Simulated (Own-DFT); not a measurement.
AlGa3N4 (wurtzite random alloy, strained, atoms displaced) (calculated)

A calculation, not a measurement: plane-wave PBE density functional theory by an unreviewed code, no spin, of a simulated periodic cell, stress positive in tension, free energy of the whole cell less one offset for each atom, forces on such cells passed a denser k mesh, this cell's mesh not checked; offsets are fitted by least squares, one for each functional and potential file, so energies compare only between cells with the same atoms and settings and are not formation energies; the far tail of each file's local potential was reset to the Coulomb form; each entry is a single point on an unrelaxed cell, so the pressure reflects the starting lattice, mostly measured values, from which strain is counted, and rises with the displacements; printed positions are rounded, which can move forces by about a meV/angstrom; the program is a retired in-house code; no spin-orbit coupling. Program: Own-DFT development build.

Settings shared by all entries: functional PBE; potential files PseudoDojo norm-conserving, scalar-relativistic, standard set with the stringent files for Ga; wave cutoff 96 hartree; occupations Gaussian; smearing width 0.01 eV; k mesh 4 x 4 x 3 centred on Gamma.

(1) 
```cif
# cell vector a (Å): 9.5568 0.0000 0.0000
# cell vector b (Å): -4.7784 8.2764 0.0000
# cell vector c (Å): 0.0000 0.0000 10.2685
data_AlGa3N4
_symmetry_space_group_name_H-M 'P 1'
_symmetry_Int_Tables_number 1
_cell_length_a 9.5568
_cell_length_b 9.5568
_cell_length_c 10.2685
_cell_angle_alpha 90.000
_cell_angle_beta 90.000
_cell_angle_gamma 120.000
_cell_volume 812.20
loop_
_atom_site_label
_atom_site_type_symbol
_atom_site_fract_x
_atom_site_fract_y
_atom_site_fract_z
_atom_site_occupancy
Ga1 Ga 0.11821 0.21816 0.99436 1
Ga2 Ga 0.21775 0.11040 0.24695 1
N1 N 0.09931 0.22089 0.18710 1
N2 N 0.22393 0.10550 0.43353 1
Ga3 Ga 0.11364 0.21737 0.49543 1
Ga4 Ga 0.22903 0.11640 0.74951 1
N3 N 0.10953 0.22207 0.69351 1
N4 N 0.21852 0.10494 0.94784 1
Al1 Al 0.11672 0.55024 0.99533 1
Ga5 Ga 0.22840 0.44287 0.25348 1
N5 N 0.11483 0.55685 0.18806 1
N6 N 0.21538 0.43583 0.44746 1
Al2 Al 0.11697 0.56316 0.48879 1
Al3 Al 0.22668 0.45155 0.74586 1
N7 N 0.11152 0.55469 0.69031 1
N8 N 0.23218 0.44406 0.94066 1
Ga6 Ga 0.11139 0.89506 0.99606 1
Ga7 Ga 0.21829 0.78517 0.25182 1
N9 N 0.10812 0.88744 0.18818 1
N10 N 0.21480 0.76891 0.43778 1
Ga8 Ga 0.11036 0.89481 0.50352 1
Ga9 Ga 0.22267 0.77530 0.75571 1
N11 N 0.11987 0.90307 0.69385 1
N12 N 0.21168 0.78151 0.93192 1
Ga10 Ga 0.45059 0.22638 0.99488 1
Al4 Al 0.55066 0.10814 0.25662 1
N13 N 0.45775 0.21885 0.19802 1
N14 N 0.55901 0.11715 0.44557 1
Ga11 Ga 0.44997 0.23218 0.49874 1
Al5 Al 0.55816 0.11481 0.74995 1
N15 N 0.44886 0.22086 0.69150 1
N16 N 0.55809 0.10973 0.94139 1
Ga12 Ga 0.45118 0.56192 0.99680 1
Ga13 Ga 0.55556 0.43860 0.25244 1
N17 N 0.43050 0.55186 0.18512 1
N18 N 0.56540 0.44100 0.43852 1
Ga14 Ga 0.43814 0.56168 0.50335 1
Al6 Al 0.55028 0.44471 0.74962 1
N19 N 0.44046 0.54817 0.68671 1
N20 N 0.54879 0.44600 0.93713 1
Ga15 Ga 0.42739 0.88703 0.99984 1
Al7 Al 0.54939 0.77822 0.25688 1
N21 N 0.45394 0.88970 0.19340 1
N22 N 0.56189 0.78195 0.43480 1
Ga16 Ga 0.45435 0.89163 0.50696 1
Ga17 Ga 0.55155 0.77408 0.75512 1
N23 N 0.45538 0.89398 0.68903 1
N24 N 0.55051 0.77241 0.94122 1
Ga18 Ga 0.76941 0.21393 0.99972 1
Ga19 Ga 0.89482 0.10983 0.25258 1
N25 N 0.77313 0.22168 0.19075 1
N26 N 0.89291 0.11772 0.43882 1
Ga20 Ga 0.77449 0.22315 0.49495 1
Ga21 Ga 0.88401 0.10501 0.75624 1
N27 N 0.76812 0.20954 0.68922 1
N28 N 0.89171 0.11794 0.94507 1
Ga22 Ga 0.78528 0.56838 0.99338 1
Ga23 Ga 0.88262 0.43648 0.25457 1
N29 N 0.78296 0.55425 0.19629 1
N30 N 0.89290 0.45161 0.43600 1
Ga24 Ga 0.78379 0.55698 0.49944 1
Al8 Al 0.89978 0.44616 0.75048 1
N31 N 0.77697 0.55071 0.69229 1
N32 N 0.88646 0.44417 0.93581 1
Al9 Al 0.77601 0.88642 0.99586 1
Ga25 Ga 0.88456 0.78313 0.24645 1
N33 N 0.77767 0.89015 0.18641 1
N34 N 0.89107 0.77078 0.43662 1
Ga26 Ga 0.76857 0.88652 0.49921 1
Ga27 Ga 0.88042 0.76907 0.73907 1
N35 N 0.78552 0.90260 0.69643 1
N36 N 0.88442 0.78148 0.92805 1
_calc_free_energy_of_cell_above_offsets '-9.616'  # eV
_calc_pressure 4.87  # GPa
_calc_stress_xx -3.74  # GPa
_calc_stress_yy -5.59  # GPa
_calc_stress_zz -5.29  # GPa
_calc_stress_yz 0.35  # GPa
_calc_stress_xz -0.13  # GPa
_calc_stress_xy 0.29  # GPa
```

Force:
```csv
element,x (eV/Å),y (eV/Å),z (eV/Å)
Ga,-1.958,1.194,0.936
Ga,0.585,0.434,-0.56
N,2.661,0.695,-0.199
N,-0.075,1.093,0.557
Ga,-0.402,-0.509,1.574
Ga,-0.822,0.505,0.577
N,0.374,1.053,-0.248
N,1.597,1.708,-1.556
Al,-1.15,-0.12,1.045
Ga,-2.302,-0.508,-0.231
N,-0.216,-0.008,-0.589
N,-0.043,1.813,-0.837
Al,-0.624,-2.108,1.394
Al,-0.392,-1.703,0.693
N,0.496,0.065,-0.984
N,-1.652,0.371,-1.666
Ga,-0.993,-1.957,0.777
Ga,1.294,-1.336,-0.447
N,-0.414,0.618,-0.637
N,0.833,2.038,0.778
Ga,0.674,-1.057,0.083
Ga,-0.271,0.827,-2.687
N,-0.048,-2.279,-0.725
N,1.258,-1.613,2.294
Ga,-0.108,-0.256,1.379
Al,1.963,-0.309,-0.113
N,-2.427,-0.064,-1.537
N,-0.641,-1.391,-1.441
Ga,-0.148,-1.627,0.594
Al,0.253,-0.459,0.202
N,0.014,1.084,0.31
N,-1.483,-0.727,-1.704
Ga,-0.674,-1.165,1.284
Ga,-0.138,1.075,-0.811
N,2.962,1.619,1.085
N,-1.916,1.607,0.414
Ga,1.416,-0.975,-1.015
Al,1.208,-0.479,-0.043
N,0.163,0.71,0.844
N,1.491,-0.028,-0.915
Ga,1.743,0.108,0.765
Al,1.173,-0.667,-2.286
N,-1.609,0.579,-0.045
N,-1.304,-1.071,0.36
Ga,-1.614,0.221,-1.156
Ga,0.752,0.5,-0.384
N,-1.072,-0.203,1.253
N,0.101,2.222,-0.038
Ga,0.951,1.694,1.077
Ga,-2.332,-0.145,-0.517
N,-0.15,-1.249,0.519
N,-0.115,-1.18,0.261
Ga,1.238,0.865,1.183
Ga,0.205,2.781,0.191
N,0.298,2.159,0.243
N,0.413,-1.858,-0.237
Ga,0.175,-1.628,1.154
Ga,0.999,0.835,-1.623
N,-1.341,0.749,-1.649
N,1.373,-0.62,1.596
Ga,-0.229,-0.306,0.365
Al,-1.469,-1.28,-0.112
N,-0.135,-1.043,-0.198
N,1.171,0.342,-0.153
Al,-0.452,0.857,0.444
Ga,0.909,-1.276,0.416
N,-1.388,-0.742,-0.493
N,-1.211,1.689,0.624
Ga,2.531,1.307,0.807
Ga,0.676,1.708,0.57
N,-0.521,-3.921,-1.893
N,-0.113,0.741,1.083
```

(2) 
```cif
# cell vector a (Å): 9.5568 0.0000 0.0000
# cell vector b (Å): -4.7784 8.2764 0.0000
# cell vector c (Å): 0.0000 0.0000 10.2685
data_AlGa3N4
_symmetry_space_group_name_H-M 'P 1'
_symmetry_Int_Tables_number 1
_cell_length_a 9.5568
_cell_length_b 9.5568
_cell_length_c 10.2685
_cell_angle_alpha 90.000
_cell_angle_beta 90.000
_cell_angle_gamma 120.000
_cell_volume 812.20
loop_
_atom_site_label
_atom_site_type_symbol
_atom_site_fract_x
_atom_site_fract_y
_atom_site_fract_z
_atom_site_occupancy
Ga1 Ga 0.10240 0.21269 0.00317 1
Ga2 Ga 0.22150 0.11593 0.24826 1
N1 N 0.11173 0.21563 0.19319 1
N2 N 0.22292 0.11657 0.44419 1
Al1 Al 0.09669 0.21277 0.49573 1
Ga3 Ga 0.23470 0.11232 0.75569 1
N3 N 0.11506 0.22836 0.67898 1
N4 N 0.22925 0.10621 0.92831 1
Al2 Al 0.10431 0.54543 0.99061 1
Ga4 Ga 0.21616 0.44046 0.25158 1
N5 N 0.11394 0.56115 0.18642 1
N6 N 0.21423 0.44052 0.43461 1
Ga5 Ga 0.11437 0.55423 0.50110 1
Ga6 Ga 0.23127 0.45284 0.74766 1
N7 N 0.11378 0.55343 0.67942 1
N8 N 0.21422 0.43031 0.93011 1
Ga7 Ga 0.12198 0.89073 0.99884 1
Ga8 Ga 0.22688 0.77586 0.25870 1
N9 N 0.10709 0.88410 0.18748 1
N10 N 0.21827 0.78214 0.44645 1
Ga9 Ga 0.11443 0.90294 0.50190 1
Ga10 Ga 0.21624 0.76721 0.74975 1
N11 N 0.11296 0.88594 0.69404 1
N12 N 0.22714 0.78433 0.93471 1
Ga11 Ga 0.44837 0.21567 0.99287 1
Ga12 Ga 0.55638 0.11387 0.24416 1
N13 N 0.44001 0.21912 0.18314 1
N14 N 0.55142 0.10448 0.44097 1
Ga13 Ga 0.44502 0.23017 0.49302 1
Ga14 Ga 0.55937 0.10575 0.74495 1
N15 N 0.45190 0.22221 0.69219 1
N16 N 0.55761 0.11671 0.93845 1
Ga15 Ga 0.45302 0.56695 0.00426 1
Ga16 Ga 0.57253 0.45630 0.24849 1
N17 N 0.44333 0.56094 0.18438 1
N18 N 0.55778 0.45503 0.43830 1
Al3 Al 0.44397 0.55682 0.50121 1
Ga17 Ga 0.56190 0.45300 0.74339 1
N19 N 0.44671 0.55322 0.68597 1
N20 N 0.55432 0.44614 0.94629 1
Al4 Al 0.44707 0.89408 0.00033 1
Al5 Al 0.55163 0.78090 0.24712 1
N21 N 0.44585 0.88577 0.18329 1
N22 N 0.55918 0.78653 0.44552 1
Ga18 Ga 0.44224 0.89250 0.50524 1
Al6 Al 0.56568 0.77949 0.75579 1
N23 N 0.44378 0.87868 0.69174 1
N24 N 0.55491 0.78453 0.93797 1
Ga19 Ga 0.77720 0.22080 0.99784 1
Al7 Al 0.88709 0.11300 0.25212 1
N25 N 0.77867 0.21320 0.18820 1
N26 N 0.88661 0.11505 0.43890 1
Al8 Al 0.78288 0.22730 0.50114 1
Ga20 Ga 0.88490 0.11192 0.74648 1
N27 N 0.78017 0.22922 0.68829 1
N28 N 0.89119 0.11982 0.94148 1
Ga21 Ga 0.78089 0.55848 0.99434 1
Ga22 Ga 0.89729 0.44147 0.25050 1
N29 N 0.77358 0.55415 0.18890 1
N30 N 0.89887 0.45114 0.43083 1
Al9 Al 0.76573 0.55326 0.50105 1
Ga23 Ga 0.88990 0.44344 0.75465 1
N31 N 0.77180 0.54628 0.69037 1
N32 N 0.89233 0.45835 0.93649 1
Ga24 Ga 0.78021 0.88575 0.99886 1
Ga25 Ga 0.88218 0.77606 0.23905 1
N33 N 0.77698 0.88592 0.19897 1
N34 N 0.88277 0.76313 0.44294 1
Ga26 Ga 0.77772 0.89348 0.50342 1
Ga27 Ga 0.89375 0.78424 0.75780 1
N35 N 0.78276 0.89290 0.69750 1
N36 N 0.88930 0.76631 0.94099 1
_calc_free_energy_of_cell_above_offsets '-9.786'  # eV
_calc_pressure 4.92  # GPa
_calc_stress_xx -5.22  # GPa
_calc_stress_yy -2.75  # GPa
_calc_stress_zz -6.78  # GPa
_calc_stress_yz 0.53  # GPa
_calc_stress_xz 0.39  # GPa
_calc_stress_xy 0.2  # GPa
```

Force:
```csv
element,x (eV/Å),y (eV/Å),z (eV/Å)
Ga,1.858,0.861,-0.612
Ga,1.59,-1.602,0.685
N,-2.507,0.516,-0.544
N,-1.023,0.698,-1.143
Al,1.447,1.679,0.707
Ga,-1.312,0.187,-3.389
N,-0.075,-0.908,0.539
N,-1.418,0.328,3.593
Al,1.234,1.548,1.098
Ga,0.646,0.749,-0.975
N,0.368,-0.914,-1.488
N,1.833,-0.301,1.2
Ga,-0.792,0.664,-1.36
Ga,-0.34,-1.665,-0.571
N,-0.571,-0.281,2.32
N,-0.519,1.668,1.824
Ga,-0.821,-0.302,0.401
Ga,-0.96,0.576,-0.671
N,0.531,0.646,0.326
N,0.754,-0.114,-0.485
Ga,-0.343,-2.276,0.394
Ga,0.328,1.021,-0.437
N,-0.348,0.454,-0.495
N,1.533,-1.819,0.995
Ga,-1.877,1.96,0.83
Ga,-0.307,-0.622,0.892
N,0.535,0.742,0.752
N,0.629,2.375,-0.471
Ga,0.712,-0.586,1.169
Ga,-0.792,0.027,0.261
N,-0.161,0.376,-1.014
N,1.821,-1.914,-0.391
Ga,-0.675,-1.653,-1.219
Ga,-3.148,-1.861,-0.063
N,0.219,0.283,2.108
N,-0.445,-0.454,0.126
Al,-0.739,0.473,-0.729
Ga,-0.583,-1.931,1.923
N,-0.013,1.975,-0.317
N,0.183,0.091,-1.317
Al,-0.394,-0.358,-0.675
Al,0.793,-0.391,1.068
N,-0.067,0.4,0.164
N,-0.499,-1.771,-1.423
Ga,0.104,-0.856,-0.136
Al,-1.193,-0.471,-1.149
N,0.758,0.268,0.707
N,0.28,0.37,-0.122
Ga,-0.518,0.964,0.368
Al,0.801,-1.075,0.002
N,-0.036,0.904,-0.103
N,-0.248,-0.023,-0.404
Al,-0.909,0.302,-0.647
Ga,1.496,1.41,0.371
N,0.385,-0.838,-0.88
N,0.072,-1.883,-0.797
Ga,-1.307,-1.706,1.557
Ga,-1.129,0.442,-0.906
N,2.757,0.376,-1.213
N,-1.892,-1.453,2.294
Al,2.353,0.287,0.278
Ga,-0.043,0.638,-1.455
N,1.233,1.797,-1.204
N,1.491,-1.833,0.738
Ga,-0.237,0.477,0.621
Ga,1.803,-0.419,2.143
N,-1.926,1.454,-1.277
N,-0.553,1.944,-0.31
Ga,0.883,-1.021,-0.383
Ga,0.641,-0.902,-1.471
N,-0.781,-0.798,-0.387
N,-0.57,3.072,0.174
```

(3) 
```cif
# cell vector a (Å): 9.5568 0.0000 0.0000
# cell vector b (Å): -4.7784 8.2764 0.0000
# cell vector c (Å): 0.0000 0.0000 10.2685
data_AlGa3N4
_symmetry_space_group_name_H-M 'P 1'
_symmetry_Int_Tables_number 1
_cell_length_a 9.5568
_cell_length_b 9.5568
_cell_length_c 10.2685
_cell_angle_alpha 90.000
_cell_angle_beta 90.000
_cell_angle_gamma 120.000
_cell_volume 812.20
loop_
_atom_site_label
_atom_site_type_symbol
_atom_site_fract_x
_atom_site_fract_y
_atom_site_fract_z
_atom_site_occupancy
Ga1 Ga 0.10463 0.22291 0.99944 1
Ga2 Ga 0.20844 0.10564 0.26201 1
N1 N 0.10268 0.21889 0.19075 1
N2 N 0.21242 0.09886 0.44114 1
Ga3 Ga 0.10730 0.21863 0.50493 1
Al1 Al 0.23527 0.10879 0.74835 1
N3 N 0.10965 0.21747 0.68524 1
N4 N 0.22130 0.10936 0.93387 1
Ga4 Ga 0.10921 0.55568 0.00315 1
Ga5 Ga 0.22030 0.43597 0.24936 1
N5 N 0.12142 0.55022 0.18897 1
N6 N 0.21921 0.44199 0.43450 1
Ga6 Ga 0.10985 0.55888 0.49957 1
Ga7 Ga 0.22242 0.44609 0.75737 1
N7 N 0.11839 0.55855 0.68399 1
N8 N 0.21579 0.45609 0.93825 1
Ga8 Ga 0.11122 0.88586 0.00373 1
Ga9 Ga 0.22091 0.77572 0.24884 1
N9 N 0.11485 0.88963 0.19632 1
N10 N 0.22043 0.77128 0.43958 1
Al2 Al 0.10980 0.88990 0.50597 1
Ga10 Ga 0.22909 0.78067 0.75192 1
N11 N 0.11354 0.88230 0.69314 1
N12 N 0.22012 0.77696 0.94218 1
Al3 Al 0.44757 0.22524 0.00320 1
Ga11 Ga 0.56069 0.11430 0.25095 1
N13 N 0.44403 0.21989 0.18882 1
N14 N 0.56687 0.12499 0.43708 1
Ga12 Ga 0.45661 0.22129 0.50241 1
Ga13 Ga 0.55380 0.10979 0.75149 1
N15 N 0.44087 0.22294 0.68954 1
N16 N 0.55861 0.11546 0.93512 1
Ga14 Ga 0.44372 0.55168 0.00136 1
Ga15 Ga 0.55329 0.44095 0.25391 1
N17 N 0.43723 0.55521 0.19421 1
N18 N 0.55921 0.44884 0.43170 1
Ga16 Ga 0.45174 0.55933 0.49162 1
Ga17 Ga 0.55485 0.44343 0.75888 1
N19 N 0.44103 0.55731 0.69065 1
N20 N 0.55772 0.44127 0.93254 1
Al4 Al 0.44527 0.88128 0.99832 1
Ga18 Ga 0.55287 0.77819 0.24053 1
N21 N 0.45465 0.88928 0.18414 1
N22 N 0.54453 0.76501 0.43527 1
Ga19 Ga 0.44153 0.89073 0.50795 1
Al5 Al 0.55482 0.76798 0.74387 1
N23 N 0.44460 0.88941 0.68493 1
N24 N 0.56013 0.77197 0.93407 1
Ga20 Ga 0.77989 0.22283 0.00042 1
Al6 Al 0.89593 0.10530 0.25576 1
N25 N 0.76840 0.22280 0.18859 1
N26 N 0.89252 0.11692 0.43620 1
Ga21 Ga 0.77266 0.22663 0.49657 1
Al7 Al 0.88774 0.12131 0.74758 1
N27 N 0.78838 0.22586 0.68368 1
N28 N 0.87757 0.10757 0.93279 1
Ga22 Ga 0.77210 0.55620 0.99850 1
Ga23 Ga 0.88951 0.44797 0.25119 1
N29 N 0.77787 0.55157 0.18326 1
N30 N 0.88916 0.44386 0.43245 1
Ga24 Ga 0.78889 0.56084 0.49901 1
Ga25 Ga 0.88697 0.44536 0.74693 1
N31 N 0.77854 0.54781 0.69160 1
N32 N 0.88850 0.44704 0.93387 1
Ga26 Ga 0.77303 0.88390 0.00195 1
Al8 Al 0.89231 0.78375 0.24690 1
N33 N 0.77519 0.88149 0.19475 1
N34 N 0.89881 0.78458 0.44403 1
Al9 Al 0.78306 0.89261 0.49868 1
Ga27 Ga 0.88920 0.78389 0.74835 1
N35 N 0.76875 0.89265 0.69002 1
N36 N 0.87698 0.77360 0.94516 1
_calc_free_energy_of_cell_above_offsets '-9.946'  # eV
_calc_pressure 5.03  # GPa
_calc_stress_xx -3.78  # GPa
_calc_stress_yy -2.94  # GPa
_calc_stress_zz -8.37  # GPa
_calc_stress_yz 0.38  # GPa
_calc_stress_xz -0.17  # GPa
_calc_stress_xy 0.55  # GPa
```

Force:
```csv
element,x (eV/Å),y (eV/Å),z (eV/Å)
Ga,0.355,-0.338,-0.649
Ga,1.547,0.826,-1.79
N,0.415,-0.821,-0.623
N,0.943,0.834,1.539
Ga,0.439,1.189,-0.869
Al,-2.821,-0.472,0.291
N,0.318,-0.431,2.447
N,0.504,0.771,0.517
Ga,-1.414,0.377,0.056
Ga,-0.161,0.377,0.82
N,-2.213,0.769,0.027
N,0.411,-0.301,0.973
Ga,1.136,-1.26,-0.275
Ga,-0.119,-0.574,-2.054
N,-0.749,-0.135,1.028
N,2.309,-1.846,0.746
Ga,-0.717,0.564,-0.313
Ga,1.3,-0.244,0.382
N,-1.255,-0.625,-0.829
N,-1.004,2.228,-0.022
Al,1.135,-0.788,-0.209
Ga,-0.36,-1.212,0.133
N,-0.654,1.559,-0.819
N,1.242,0.609,0.082
Al,-0.184,-0.912,-0.373
Ga,-1.066,-0.831,-0.636
N,-1.012,-0.164,-0.331
N,-0.863,-2.702,-0.082
Ga,-2.538,1.1,-0.327
Ga,0.841,0.527,-0.418
N,1.077,-0.015,-0.247
N,-0.921,-1.19,1.274
Ga,-0.382,0.006,0.094
Ga,0.102,0.261,-1.869
N,1.601,-0.596,-1.445
N,0.886,-0.67,2.299
Ga,-1.302,-2.085,1.343
Ga,-0.297,0.457,-3.265
N,1.022,-0.469,-0.379
N,-1.143,-0.911,3.138
Al,-0.146,0.901,-0.354
Ga,0.55,-0.797,1.953
N,-2.107,0.685,-0.702
N,1.019,3.888,0.029
Ga,0.677,-0.598,-2.74
Al,-0.636,1.181,0.625
N,1.129,-0.097,2.182
N,-1.926,0.214,-0.219
Ga,-0.788,0.521,0.082
Al,-2.387,0.248,-0.762
N,3.05,0.093,0.12
N,-0.609,-1.688,0.087
Ga,2.576,0.403,0.522
Al,1.51,-1.383,0
N,-1.606,-0.215,0.186
N,1.261,0.101,0.099
Ga,1.231,-0.61,-0.044
Ga,0.708,-0.5,-1.443
N,-0.576,1.677,1.28
N,-0.048,0.546,1.207
Ga,-1.053,-0.342,0.185
Ga,1.805,-0.055,0.405
N,-1.667,1.532,-0.868
N,0.011,-0.101,0.81
Ga,-0.188,1.085,-0.04
Al,0.462,-1.587,0.646
N,0.87,1.477,-0.168
N,-1.002,0.206,-0.958
Al,-1.034,-0.344,-0.009
Ga,-0.171,-0.525,0.522
N,0.966,0.378,-0.958
N,1.711,0.846,-1.043
```
